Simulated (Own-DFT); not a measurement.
# One host, several defects: C11b WSi2

No measurement is shown. These are fixed-geometry runs of a retired plane-wave code named Own-DFT, which no person has reviewed; spin and spin-orbit coupling are neglected.

Method: PBE; PseudoDojo norm-conserving scalar-relativistic files; cutoff 50 hartree; 5 x 5 x 5 k mesh centred on Gamma; cold (Marzari-Vanderbilt) smearing of 0.2 eV.

Limits: forces on such cells failed a check on a denser k mesh; stress not checked against mesh or cutoff.

All runs share one cell, with vectors in Å (-2.148, -5.953, 3.409); (-6.444, 2.976, 1.136); (-2.553, -2.948, -6.757) and a volume of 403.2 Å³. u is the rms random offset of the atoms per axis. The defect's site can differ from row to row.

| cell | formula | u (Å) | P (GPa) |
|---|---|---|---|
| no defect | Si20W10 | 0.0180 | 4.32 |
| no defect | Si20W10 | 0.0223 | 4.40 |
| no defect | Si20W10 | 0.0554 | 6.80 |
| one Si on a W site | Si21W9 | 0.0310 | 5.98 |
| one Si on a W site | Si21W9 | 0.0448 | 6.80 |
| one Si on a W site | Si21W9 | 0.0603 | 7.70 |
| one Si vacancy | Si19W10 | 0.0269 | 3.23 |
| one Si vacancy | Si19W10 | 0.0292 | ? |
| one Si vacancy | Si19W10 | 0.0482 | 4.27 |
| one Si vacancy | Si19W10 | 0.0502 | 4.97 |
| one W vacancy | Si20W9 | 0.0306 | 3.51 |
| one W vacancy | Si20W9 | 0.0462 | 4.29 |
| one W vacancy | Si20W9 | 0.0537 | 5.22 |
| one W on a Si site | Si19W11 | 0.0287 | 10.07 |
| one W on a Si site | Si19W11 | 0.0337 | 10.23 |
| one W on a Si site | Si19W11 | 0.0447 | 10.40 |

## Worked fit

P = P0 + c u² + a shift for each defect gives P0 = 4.16 GPa, c = 782 ± 71 GPa/Å² and a scatter of 0.26 GPa. The shifts, and each times the cell's volume:

- one W on a Si site: 5.04 ± 0.21 GPa, 12.7 eV
- one Si on a W site: 0.94 ± 0.22 GPa, 2.4 eV
- one W vacancy: -1.38 ± 0.22 GPa, -3.5 eV
- one Si vacancy: -1.45 ± 0.21 GPa, -3.7 eV

Positive is outwards. The product with the volume (160.2 GPa Å³ to the eV) is nearly free of the cell's size; divided by the bulk modulus at the cell's pressure it gives the volume that the defect adds. The atoms around the defects weren't relaxed, which would change these numbers.

## The run left out

Q: what pressure belongs in the blank (one Si vacancy, u = 0.0292 Å)?

The fit gives 3.37 ± 0.30 GPa. The run itself gave 3.05 GPa.
